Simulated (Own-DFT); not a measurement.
# What it costs to cut wurtzite AlN, m plane (10-10)

No measurement is shown. These are fixed-geometry runs of a retired plane-wave code named Own-DFT, which no person has reviewed; spin and spin-orbit coupling are neglected.

Caveats (not all hold for every row): some atoms lie very close together; k mesh not checked against a denser one.

Both sets of runs: PBE; PseudoDojo norm-conserving scalar-relativistic files; cutoff 42 hartree; Gaussian smearing of 0.01 eV. The slab has 128 atoms in 16 layers, two equal faces of 62.02 Å² as cut, 15 Å of vacuum, a dipole correction along the normal and a 6 x 3 x 1 mesh. The bulk cell has 128 atoms, the same measured lattice constants and a 3 x 3 x 3 mesh. All atoms were moved at random; u is the rms move along one axis. Energies are counted from -174.06 eV for each atom.

| slab run | u (Å) | E (eV, cell) |
|---|---|---|
| 1 | 0.0196 | 20.637 |
| 2 | 0.0203 | 20.367 |
| 3 | 0.0207 | 20.583 |
| 4 | 0.0477 | 27.634 |
| 5 | 0.0483 | 27.953 |
| 6 | 0.0490 | 28.393 |
| 7 | 0.0499 | 27.895 |
| 8 | 0.0505 | 28.202 |
| 9 | 0.0516 | 28.907 |
| 10 | 0.0527 | 28.916 |
| 11 | 0.0997 | 65.790 |
| 12 | 0.1073 | 67.888 |

```
bulk run   u (Å)  E (meV/atom)
       1  0.0197         -2.12
       2  0.0199         -1.90
       3  0.0202         -0.68
       4  0.0943        267.84
       5  0.0987        321.41
       6  0.0987        307.97
       7  0.0994        343.24
       8  0.1006        342.08
       9  0.1008        303.98
      10  0.1096        346.46
```

Q: what is the energy of the unrelaxed surface?

## Solution

Take each set to u = 0 with E = a + b u². Residuals are scaled by 1/(u² + 0.0006 Å²) to tame the large moves. Slab: a = 18.79 ± 0.20 eV. Bulk: a = -14.7 ± 1.2 meV/atom. The excess is 18.79 - 128 x (-0.0147) = 20.68 ± 0.25 eV. Over two faces that is 167 meV/Å², or 2.67 ± 0.03 J/m². Relaxing the faces would lower the energy, and the unlike meshes and the reach from the smallest u down to zero add errors that aren't counted here.
